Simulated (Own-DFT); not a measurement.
# Strain and stress in diamond-structure SiGeSn with randomly placed atoms, 64 atoms (Ge48Si8Sn8)

All numbers below are calculated, not measured. They come from Own-DFT, an in-house plane-wave density functional program, since retired, whose code no person has reviewed. Each row is one single-point run on a periodic cell that was not relaxed, without spin or spin-orbit coupling.

Settings of every run: PBE; PseudoDojo norm-conserving scalar-relativistic files; cutoff 49 hartree; 3 x 3 x 3 k mesh centred on Gamma; Fermi-Dirac smearing of 0.1 eV.

Known limits: forces on such cells moved up to 12 meV/angstrom on a denser k mesh; stress not checked against mesh or cutoff.

Unstrained cell vectors in Å: (11.467, 0.000, 0.000); (0.000, 11.467, 0.000); (0.000, 0.000, 11.467). The unstrained cell has measured lattice constants (interpolated for alloys), not those of this functional. That, the random moves and any unrelaxed bonds set the pressure at no strain. Each run strains this cell uniformly, with the atoms carried along. Every atom was also moved at random, by a Gaussian of width 0.05 Å on each axis. The random placing of the alloy's atoms differs from row to row. Strain is the symmetric tensor, in per cent. Stress is positive in tension, and the pressure is minus a third of its trace.

```
run  e_xx (%)  e_yy (%)  e_zz (%)  s_xx (GPa)  s_yy (GPa)  s_zz (GPa)  P (GPa)  E (meV/atom)
  1     -1.75     -1.75      0.00       -8.35       -8.27       -7.27     7.97          53.3
  2     -1.50     -1.50      0.00       -7.69       -7.78       -6.83     7.44          40.4
  3     -2.25     -2.25      0.00       -9.26       -9.34       -7.99     8.86          62.1
  4      0.25      0.25      0.00       -4.60       -4.40       -4.80     4.60          15.5
  5     -2.00     -2.00      0.00       -8.98       -9.04       -7.75     8.59          71.0
  6     -2.75     -2.75      0.00      -10.22      -10.20       -8.50     9.64          62.5
  7      1.50      1.50      0.00       -2.87       -2.75       -3.58     3.07          21.0
  8      1.25      1.25      0.00       -2.92       -2.85       -3.60     3.13           0.0
  9     -0.25     -0.25      0.00           ?           ?           ?        ?             ?
```

E is the free energy for each atom above the lowest run shown.

## Worked fit

The change of volume is close to e_xx + e_yy + e_zz. A straight line through the runs shown gives P = 5.23 - 80 x (fractional change of volume) GPa, with an error of 2 on the slope and a scatter of 0.18 GPa. The strain isn't the same on all axes, but the crystal is cubic, so the slope still estimates the bulk modulus, averaged over pressures from 3.1 to 9.6 GPa.

## Withheld run

Question: what pressure should run 9 give? Its volume changes by -0.50 %.

The line gives 5.6 GPa. The calculation gave 5.55 GPa.
